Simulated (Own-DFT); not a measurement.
## Calculated data, InAs (zincblende, strongly disordered by large displacements), GaP (zincblende, strongly disordered by large displacements)

A calculation, not a measurement: plane-wave PBE density functional theory by an unreviewed code, no spin, of a simulated periodic cell, stress positive in tension, free energy of the whole cell less one offset for each atom, forces on such cells passed a denser k mesh, this cell's mesh not checked; broken bonds can close the gap or carry spin, so checks made on this kind of crystal may not hold here; offsets are fitted by least squares, one for each functional and potential file, so energies compare only between cells with the same atoms and settings and are not formation energies; the far tail of each file's local potential was reset to the Coulomb form; each entry is a single point on an unrelaxed cell, so the pressure reflects the starting lattice, mostly measured values (interpolated for alloys), from which strain is counted, and rises with the displacements; printed positions are rounded, which can move forces by about a meV/angstrom; the program, named Own-DFT, is a retired in-house code; no spin-orbit coupling. Program: Own-DFT development build.

Settings shared by all entries: functional PBE; potential files PseudoDojo norm-conserving, scalar-relativistic, standard set; wave cutoff 42 hartree; occupations Fermi-Dirac; smearing width 0.1 eV; k mesh 3 x 3 x 3 centred on Gamma.

(1) InAs (zincblende, strongly disordered by large displacements)

```xyz
64
Lattice="12.1166 0.0000 0.0000 0.0000 12.1166 0.0000 0.0000 0.0000 12.1166" Properties=species:S:1:pos:R:3 InAs
In     0.2621     0.1752    12.0383
In    11.9838     3.1681     3.0642
In     2.9924     0.0076     2.8775
In     2.8561     3.0511    11.9252
As     1.2409     1.5036     1.3590
As     1.2648     4.3478     4.5519
As     4.6832     1.6793     4.3706
As     4.6768     4.4741     1.6254
In     0.0444     0.2438     5.9349
In    11.9943     3.1992     9.1199
In     2.8804    11.9887     9.1566
In     3.2117     2.8219     6.3234
As     1.5260     1.1808     7.6885
As     1.6326     4.3492    10.6577
As     4.6031     1.4943    10.9673
As     4.4885     4.7774     7.2852
In     0.0805     6.0529     0.1237
In    11.7812     8.9974     3.0107
In     3.2073     6.2853     3.0191
In     2.8722     9.2669    11.9162
As     1.4695     7.5170     1.5104
As     1.6783    10.4700     4.5336
As     4.7181     7.3241     4.2136
As     4.7694    10.5437     1.4339
In    11.9909     5.9118     5.9023
In     0.0856     9.0822     8.8080
In     2.8395     5.9778     9.1594
In     3.2181     9.2402     5.9921
As     1.7329     7.7002     7.5651
As     1.3624    10.8391    10.5332
As     4.5782     7.5925    10.4536
As     4.5870    11.0249     8.1835
In     6.0315    12.1109     0.4077
In     6.0773     3.2048     3.1723
In     9.0991     0.5489     3.0585
In     9.2056     2.9359    11.6131
As     7.6306     1.3640     1.6556
As     7.4744     4.5694     4.3592
As    10.7642     1.1960     4.2810
As    11.1031     4.5545     1.4046
In     6.1751    12.0644     5.9164
In     5.8135     2.9916     9.1751
In     9.1191    11.9488     9.1887
In     8.6886     2.8124     6.0542
As     7.4461     1.1677     7.9164
As     7.2908     4.8124    10.5876
As    10.8480     1.6523    10.5182
As    10.4342     4.2734     7.6409
In     5.9098     6.0205    11.8415
In     6.3576     9.1341     3.0613
In     9.0578     6.0925     3.0614
In     8.7143     9.2012     0.2131
As     7.6917     7.4886     1.5519
As     7.2670    10.8726     4.4413
As    10.8892     7.5194     4.7102
As    10.5763    10.3557     1.6130
In     5.8958     5.9370     6.1157
In     6.1309     9.1624     8.8608
In     9.2088     5.9075     8.9192
In     9.2514     9.3299     6.0098
As     7.8269     7.4114     7.5684
As     7.5700    10.6630    10.5514
As    10.6854     7.7660    10.7263
As    10.7189    10.2607     7.4373
```

Here we set hardware one NVIDIA H200.

It finds free energy of cell above offsets -1.378 eV; pressure 9.09 GPa; stress xx -9.66 GPa; stress yy -8.46 GPa; stress zz -9.15 GPa; stress yz 1.37 GPa; stress xz -2.07 GPa; stress xy 0.22 GPa; wall time 1138 s.

Force:
```
element  x (eV/Å)  y (eV/Å)  z (eV/Å)
     In    -4.285    -2.971    -1.497
     In     0.019    -2.673     0.133
     In     0.253    -0.013     0.038
     In     3.656     -3.23     4.697
     As     3.632     3.675     4.639
     As     3.598      0.79     1.512
     As    -1.825    -2.105     1.701
     As    -1.888     1.018    -1.986
     In     1.033    -2.932     0.977
     In     2.762    -0.163    -0.841
     In    -1.103     2.845     2.874
     In    -1.174    -0.384    -1.263
     As    -0.831     3.319    -0.629
     As    -3.868      3.99    -3.244
     As    -0.489    -0.352    -1.294
     As    -4.112    -3.994     5.157
     In     1.215     2.479    -3.709
     In      3.43    -1.009     0.846
     In    -4.585    -3.708    -3.285
     In     0.726    -1.042     0.827
     As     1.263     1.757     0.535
     As    -1.668     1.277    -1.153
     As     3.829     4.119       4.4
     As    -3.479    -3.097     1.902
     In     1.724    -2.022     3.213
     In     0.821    -1.368     3.009
     In      1.04     0.719    -0.503
     In     1.568    -0.765     0.954
     As    -0.135    -1.346    -1.029
     As     -0.93    -3.246    -0.229
     As    -1.051      1.02    -0.317
     As     4.511    -2.785    -5.015
     In     2.036     1.732    -3.069
     In     -0.12    -1.992    -2.743
     In     -0.89    -5.514    -0.326
     In    -2.432     2.188      2.63
     As    -2.597     4.293    -3.711
     As     2.494     1.609     3.111
     As     2.728     3.679     2.853
     As    -5.571    -1.497     0.398
     In    -3.927     3.381     4.537
     In     0.259     0.526    -0.197
     In      2.75     0.053    -0.521
     In     0.597    -0.258     0.166
     As     -0.66     1.617    -1.618
     As     4.462    -3.975    -3.378
     As    -0.443    -3.662    -0.314
     As     0.081     0.133    -2.958
     In     -2.58     2.212      4.58
     In    -1.332    -1.615    -1.026
     In     2.396    -0.393     0.205
     In     1.931     0.683    -1.469
     As    -2.044    -0.968    -0.276
     As     5.249    -2.532    -2.253
     As    -3.844     1.686    -1.229
     As    -1.709     3.729    -2.231
     In     5.172     3.982    -3.453
     In     0.631    -1.274     0.535
     In     0.067     1.239     2.988
     In    -3.718    -2.556    -3.048
     As    -1.875     1.721    -1.816
     As    -1.387    -0.549     1.529
     As     -0.26    -0.835    -0.649
     As     0.882     5.351     1.333
```

(2) GaP (zincblende, strongly disordered by large displacements)

```xyz
64
Lattice="10.9010 0.0000 0.0000 0.0000 10.9010 0.0000 0.0000 0.0000 10.9010" Properties=species:S:1:pos:R:3 GaP
Ga     0.2711     0.2828    10.6051
Ga    10.7451     2.8720     2.9947
Ga     2.8162     0.0527     2.9892
Ga     2.7310     2.7322    10.6489
P      1.3462     1.1547     1.3829
P      0.8262     4.1221     4.1836
P      4.0748     1.6609     3.9764
P      4.0604     4.2879     1.4853
Ga    10.5189     0.3602     5.4709
Ga     0.0931     2.6827     8.3928
Ga     2.8555    10.6536     8.2188
Ga     2.8232     2.5146     5.2914
P      1.4766     1.1820     6.6622
P      1.3691     4.2054     9.3936
P      4.1894     1.2940     9.4913
P      3.8097     4.3849     6.5555
Ga     0.2426     5.7951    10.4953
Ga    10.7702     8.1766     3.0933
Ga     2.5014     5.1322     2.3941
Ga     2.8742     8.1458     0.2111
P      1.5240     7.0601     1.3968
P      1.3993     9.8321     3.7643
P      3.8722     6.9569     4.2314
P      4.0281     9.5677     1.5591
Ga     0.1023     5.5396     5.3820
Ga    10.7618     8.4174     8.3110
Ga     2.8021     5.3110     8.0943
Ga     2.5355     7.8903     5.6634
P      1.4333     6.3575     7.0939
P      1.1539     9.5432     9.5272
P      4.2421     6.6772     9.2806
P      4.0368     9.4094     7.1308
Ga     5.4512     0.3871     0.1278
Ga     5.1637     2.8729     2.6718
Ga     7.9813     0.0794     2.2625
Ga     8.2276     2.6581    10.6043
P      7.0014     1.2692     0.9722
P      6.6102     3.9058     4.1405
P      9.0860     1.3769     3.9206
P      9.4185     3.9111     1.3089
Ga     5.4761    10.4942     5.7797
Ga     5.8937     2.9475     8.1308
Ga     8.2034     0.0673     8.0152
Ga     8.3056     2.4300     5.6917
P      6.5732     1.2406     6.6656
P      6.9443     4.2569     9.6249
P      9.3340     1.6246     9.2472
P      9.6934     4.2405     6.6051
Ga     5.8155     5.7675    10.4706
Ga     5.2858     8.3038     2.7011
Ga     8.4307     5.6301     2.9601
Ga     8.1197     8.1247    10.7266
P      6.8001     6.5973     1.2911
P      6.5347     9.7647     4.1579
P      9.7505     6.7240     3.9753
P      9.7210     9.7582     1.0850
Ga     5.7222     5.5056     5.6268
Ga     5.5445     8.3200     7.9540
Ga     8.3688     5.3322     8.3571
Ga     8.0079     7.9860     5.2471
P      6.7773     7.0020     6.9260
P      6.4768     9.6114     9.7424
P      9.6131     6.6098     9.3755
P      9.4903     9.4701     6.7865
```

Here we set hardware one NVIDIA H100.

The calculation gives: free energy of cell above offsets 0.838 eV; pressure 10.47 GPa; stress xx -11.59 GPa; stress yy -10.09 GPa; stress zz -9.72 GPa; stress yz -1.92 GPa; stress xz 0.29 GPa; stress xy 0.61 GPa; wall time 554 s.

Force:
```
element  x (eV/Å)  y (eV/Å)  z (eV/Å)
     Ga    -2.504     0.605     0.645
     Ga    -3.157    -4.154    -4.595
     Ga     3.337     2.663    -3.273
     Ga    -0.067    -0.147     1.905
      P     0.988     2.811     0.779
      P     7.218    -1.057    -1.044
      P     1.694    -4.916    -0.451
      P     2.911    -1.473    -5.221
     Ga     1.191     -1.66    -0.792
     Ga      1.24     0.723    -3.379
     Ga    -3.066       3.2     2.192
     Ga    -3.425     3.462     3.482
      P    -0.513     0.632     1.473
      P     0.759    -1.245     1.429
      P    -0.801     1.803    -1.416
      P     3.509    -3.415    -2.173
     Ga     1.868    -1.251     4.295
     Ga     3.899     5.598    -4.909
     Ga     -3.99     2.917     3.751
     Ga     1.425     1.111    -2.859
      P    -3.249     -2.85     1.093
      P    -5.589    -4.225     5.351
      P      1.99    -1.811     -1.83
      P     0.121     2.836    -2.418
     Ga    -0.605     3.045     3.519
     Ga    -0.875     -2.85    -1.787
     Ga     2.766    -1.309     4.264
     Ga    -0.373     1.696     0.349
      P    -4.954     5.912    -3.164
      P     4.048     -0.18     0.821
      P    -1.389     2.079     0.476
      P    -1.664        -1    -5.061
     Ga    -4.517    -4.372    -1.198
     Ga     2.799     0.657    -1.368
     Ga     2.925    -3.531     3.585
     Ga    -1.085     2.619     3.737
      P     0.007     5.907      1.17
      P     2.347      1.45     0.881
      P     1.772    -0.279    -0.491
      P     1.033     1.516     0.155
     Ga    -2.662     1.039     0.671
     Ga    -2.904    -0.917    -1.054
     Ga    -1.686    -1.133     0.583
     Ga    -1.136     2.179    -0.494
      P      1.86     1.729     1.834
      P     0.876    -3.097    -1.014
      P      2.25    -3.497     -1.39
      P    -2.065     -2.21     2.314
     Ga    -2.619     0.754     1.924
     Ga     1.232     -2.54     1.768
     Ga    -5.138    -5.318    -4.514
     Ga     0.296      0.58     0.922
      P     1.296     2.538     2.563
      P     3.033    -2.331    -3.635
      P    -0.963     0.777      5.14
      P    -1.399    -1.722     0.986
     Ga     -2.28    -0.454      -1.5
     Ga     0.833    -0.401     4.619
     Ga    -1.058    -1.148    -4.292
     Ga     0.463     1.584     0.145
      P     3.273     -2.91    -0.892
      P     1.924    -0.772     -1.73
      P    -0.863     5.373     0.626
      P     -0.59     0.379    -1.505
```

(3) GaP (zincblende, strongly disordered by large displacements)

```xyz
64
Lattice="10.9010 0.0000 0.0000 0.0000 10.9010 0.0000 0.0000 0.0000 10.9010" Properties=species:S:1:pos:R:3 GaP
Ga     0.1304     0.0380    10.7674
Ga     0.1291     2.9831     2.8551
Ga     3.1298    10.6418     2.7225
Ga     2.6978     2.8753    10.5537
P      1.2733     1.3218     1.1158
P      1.4546     4.3105     4.2984
P      4.0010     1.3339     3.8977
P      3.8738     4.4994     1.4368
Ga     0.1678     0.1705     5.3178
Ga    10.8702     2.8913     8.3852
Ga     2.7790    10.8648     8.1532
Ga     2.8526     2.6543     5.5748
P      1.3369     1.3260     6.8713
P      1.4049     4.1738     9.5497
P      4.1174     1.4382     9.6774
P      4.0657     3.9115     6.7429
Ga     0.1141     5.2527    10.5199
Ga    10.8565     8.3983     2.8975
Ga     2.7208     5.3358     3.0506
Ga     2.5229     8.3525    10.6964
P      1.5530     6.9260     1.0218
P      1.6224     9.5174     4.2624
P      4.2241     6.7067     3.9569
P      3.8627     9.4097     1.4645
Ga    10.4089     5.5748     5.8706
Ga    10.8193     8.2394     8.4231
Ga     2.4520     5.2650     8.3855
Ga     2.6595     8.0171     5.4890
P      1.2276     6.6955     6.8261
P      1.4198     9.6400     9.4537
P      3.8475     6.7298     9.6042
P      3.7806     9.9578     6.6310
Ga     5.2370     0.1842    10.7612
Ga     5.1444     2.6692     2.7098
Ga     8.2645    10.8435     2.7867
Ga     7.9052     2.6955    10.7010
P      6.9468     1.7798     1.5239
P      7.0392     4.1946     3.9922
P      9.2075     1.0415     4.0807
P      9.5737     4.2013     1.4676
Ga     5.6773     0.0477     5.4703
Ga     5.4264     2.9092     8.2424
Ga     8.3029     0.3410     8.1886
Ga     7.9741     3.0740     5.2735
P      7.0041     1.5202     6.8780
P      6.7852     4.0128     9.6604
P      9.3548     1.4152     9.4179
P      9.3661     4.1742     6.9495
Ga     5.5228     5.5006    10.8172
Ga     5.1979     8.3027     2.3381
Ga     8.4608     5.4685     3.1696
Ga     8.0607     8.5694    10.7135
P      6.6540     6.8098     1.0614
P      7.2042     9.5204     4.1778
P      9.4784     6.8384     4.0966
P      9.4578     9.6725     1.2108
Ga     5.3486     5.5522     5.4175
Ga     5.7704     8.0180     8.2266
Ga     8.3011     5.4363     7.9065
Ga     8.0626     8.2170     5.3335
P      6.6791     6.6193     6.7519
P      6.8800     9.7054     8.9818
P      9.6040     7.0419     9.6427
P      9.7091     9.7721     6.7856
```

Here we set hardware one NVIDIA H100.

The calculation gives: free energy of cell above offsets 0.843 eV; pressure 11.42 GPa; stress xx -10.28 GPa; stress yy -12.67 GPa; stress zz -11.31 GPa; stress yz -0.02 GPa; stress xz -1.42 GPa; stress xy 0.03 GPa; wall time 568.6 s.

Force:
```
element  x (eV/Å)  y (eV/Å)  z (eV/Å)
     Ga     -2.46    -0.341     -0.35
     Ga    -0.433    -1.527     -0.81
     Ga    -5.328     4.597     4.051
     Ga     1.003    -1.708     4.747
      P     2.282     2.361     2.491
      P    -3.101    -2.649     2.768
      P     0.482    -0.265     3.324
      P     1.726     -3.21    -2.121
     Ga    -1.079    -0.784    -0.213
     Ga    -0.436    -1.613     -1.95
     Ga    -1.205     2.569     2.529
     Ga    -2.438    -1.653    -1.943
      P    -0.047     2.035     0.695
      P    -1.774    -6.671     -0.02
      P     -2.57      2.47    -4.652
      P     1.159     3.195      1.75
     Ga    -5.234     5.582     6.175
     Ga     0.892    -0.502    -1.698
     Ga     0.311     2.633    -2.386
     Ga     2.319    -0.782     0.718
      P    -2.702    -2.294     3.115
      P    -1.694     1.102    -1.849
      P    -0.846     2.683     0.241
      P    -0.321    -0.113    -9.267
     Ga      3.23     2.312    -3.218
     Ga      1.47      1.45    -3.582
     Ga      5.23     5.541    -6.834
     Ga      1.42    -0.814     0.772
      P     0.443     0.807     1.467
      P    -1.166     1.018    -1.392
      P     1.768      0.66    -1.234
      P     3.467    -3.511     -3.08
     Ga     4.163    -3.517     3.732
     Ga     1.393     2.846    -2.381
     Ga    -2.772    -1.833    -5.981
     Ga     3.736    -1.713      2.59
      P    -1.532    -3.085     0.739
      P    -6.925     1.903    -2.639
      P     5.395     6.454     5.154
      P     0.141    -0.065    -1.408
     Ga    -0.377     0.206     -0.02
     Ga     0.631    -1.814     -0.51
     Ga    -1.695    -4.493    -5.227
     Ga     3.459    -5.602     4.768
      P    -2.322     1.544    -1.608
      P    -1.536     4.109     -3.37
      P     4.794     3.527     5.345
      P     3.183    -8.245    -2.443
     Ga    -2.824    -1.191    -0.709
     Ga     6.136      -5.1     3.509
     Ga    -1.772    -2.673    -6.277
     Ga    -0.891    -1.684     0.241
      P     2.873     3.506     2.735
      P    -6.546     3.413    -3.887
      P     3.862     4.901      3.44
      P     1.016      -0.1     0.673
     Ga     0.092    -2.535    -0.159
     Ga     -3.17    -0.885    -0.138
     Ga    -4.939     5.756     6.105
     Ga     3.395    -4.105     5.209
      P     2.044     1.511      0.09
      P    -0.503     1.005     3.068
      P    -2.173     -3.18     0.547
      P    -0.705    -1.442     0.566
```

(4) GaP (zincblende, strongly disordered by large displacements)

```xyz
64
Lattice="10.9010 0.0000 0.0000 0.0000 10.9010 0.0000 0.0000 0.0000 10.9010" Properties=species:S:1:pos:R:3 GaP
Ga     0.0787     0.0641     0.1682
Ga    10.8314     2.6292     2.9549
Ga     2.5064     0.2188     2.9927
Ga     2.5792     2.6110    10.8720
P      0.9660     1.2129     1.4300
P      1.7998     3.9292     3.9704
P      4.2024     1.2009     4.0256
P      3.9330     3.8731     1.2091
Ga     0.2370    10.8095     5.4964
Ga     0.1366     2.4990     7.8903
Ga     2.6806     0.4073     8.5615
Ga     2.7339     2.7033     5.2115
P      1.4243     1.2987     7.1489
P      1.4661     4.2148     9.6662
P      4.1472     1.3226     9.9215
P      4.2410     4.0493     6.4126
Ga     0.0331     5.2003    10.8217
Ga    10.5851     7.9424     3.2110
Ga     2.6549     5.5271     2.6172
Ga     2.5693     8.2762     0.1266
P      1.2183     6.6218     1.4671
P      1.5043     9.5888     4.4410
P      4.2342     6.7592     4.1527
P      3.8731     9.7627     1.5833
Ga     0.1466     5.5895     5.6951
Ga     0.3471     8.4608     8.1773
Ga     2.6132     5.6365     7.9831
Ga     2.7510     7.7256     5.1795
P      1.5049     6.7989     6.7931
P      1.2157     9.4582     9.4127
P      3.9436     6.8112     9.5468
P      4.2377     9.4040     6.5504
Ga     5.6990    10.8931     0.0970
Ga     5.2627     2.6647     2.6794
Ga     7.8648    10.8109     2.8854
Ga     8.1557     3.1094     0.0181
P      6.8153     1.2561     1.7243
P      6.6475     4.2585     4.4501
P      9.4269     1.3801     4.0926
P      9.3380     3.9953     1.2674
Ga     5.5330    10.5874     5.3668
Ga     5.6433     2.9326     7.9794
Ga     7.9520    10.8910     7.7770
Ga     7.9272     2.5899     5.5621
P      7.3573     1.5447     6.9253
P      6.9763     4.0321     9.2447
P      9.5408     1.7220     9.5380
P      9.3752     3.5733     6.6133
Ga     5.8266     5.4421    10.7065
Ga     5.1926     8.3182     2.9024
Ga     8.1661     5.5850     2.9479
Ga     8.0691     8.3772     0.0839
P      7.0178     6.8956     0.9196
P      6.6930     9.8673     4.2220
P      9.9048     6.6210     4.3928
P      9.5144     9.9992     1.4951
Ga     5.1684     5.8229     5.6646
Ga     5.5310     8.2842     8.0341
Ga     8.0091     5.3525     8.3626
Ga     7.9221     8.3895     5.7106
P      6.6004     7.0953     6.7892
P      6.7868     9.3741     9.8402
P      9.3977     6.8245     9.6956
P      9.4140     9.5101     6.4899
```

It was run with hardware one NVIDIA H100.

The calculation gives: free energy of cell above offsets 13.411 eV; pressure 14.4 GPa; stress xx -13.35 GPa; stress yy -14.87 GPa; stress zz -14.99 GPa; stress yz 2.24 GPa; stress xz -0.27 GPa; stress xy -0.3 GPa; wall time 563 s.

Force:
```
element  x (eV/Å)  y (eV/Å)  z (eV/Å)
     Ga    -3.901    -3.272    -6.813
     Ga     0.116     1.611    -1.243
     Ga    -0.542    -1.012    -1.343
     Ga    -1.346    -0.248     1.012
      P     5.772     5.198     4.473
      P    -5.256     3.197    -2.465
      P    -0.287     0.706     2.069
      P     1.851     2.366     1.002
     Ga     -3.23     2.766       1.7
     Ga    -5.948     5.858     4.341
     Ga     1.509    -3.233     0.669
     Ga     3.102    -4.148     3.901
      P     3.881    -3.132    -6.705
      P     1.316    -1.851    -3.779
      P     1.556     0.715    -1.772
      P    -1.751    -1.229     2.976
     Ga    -2.867     2.051     1.855
     Ga     4.293     7.063    -6.558
     Ga     2.602    -1.381     0.054
     Ga     0.454    -0.926     0.229
      P    -1.587     2.615    -0.873
      P     1.336    -3.135    -2.939
      P    -1.033    -0.621    -6.073
      P     0.229    -0.801    -1.056
     Ga     0.199    -5.624     1.222
     Ga    -8.028     -7.81     -8.66
     Ga     3.864    -4.173     4.144
     Ga    -1.835     3.852      2.01
      P      -2.3     4.122    -0.863
      P     6.612      8.03     9.542
      P     1.419     0.487     -0.29
      P    -2.809    -0.102     2.113
     Ga    -1.278     0.331     1.702
     Ga     0.576     1.256     0.352
     Ga     5.396     0.956    -1.256
     Ga    -3.189    -5.198    -3.439
      P    -1.412     3.463     -3.86
      P     0.037    -0.077    -1.881
      P     -0.17    -1.275     1.494
      P      4.98     3.969      6.07
     Ga    -8.479     7.627     8.021
     Ga    -2.004    -2.032    -0.958
     Ga      3.86    -7.735     6.117
     Ga     1.837     5.524    -12.41
      P    -9.437    -0.189     5.144
      P    -4.715    -4.093     5.332
      P     0.333    -2.252     0.379
      P     4.597     5.312     2.952
     Ga    -3.266    -0.729    -0.594
     Ga     1.282     0.953    -1.737
     Ga    -0.068    -0.939    -0.767
     Ga      7.38     1.376     1.291
      P    -2.563    -2.999      6.22
      P     7.138    -9.827    -6.353
      P    -7.523     -2.88     1.739
      P    -1.564    -4.144     0.914
     Ga     3.594    -2.058     1.742
     Ga    -3.067     2.081     4.538
     Ga     5.891     6.743    -5.285
     Ga    -1.238      -1.7     -3.43
      P     3.036     -4.78    -0.023
      P    -2.937     3.216     -6.12
      P     1.519    -0.056    -1.261
      P      4.06     2.222     3.498
```
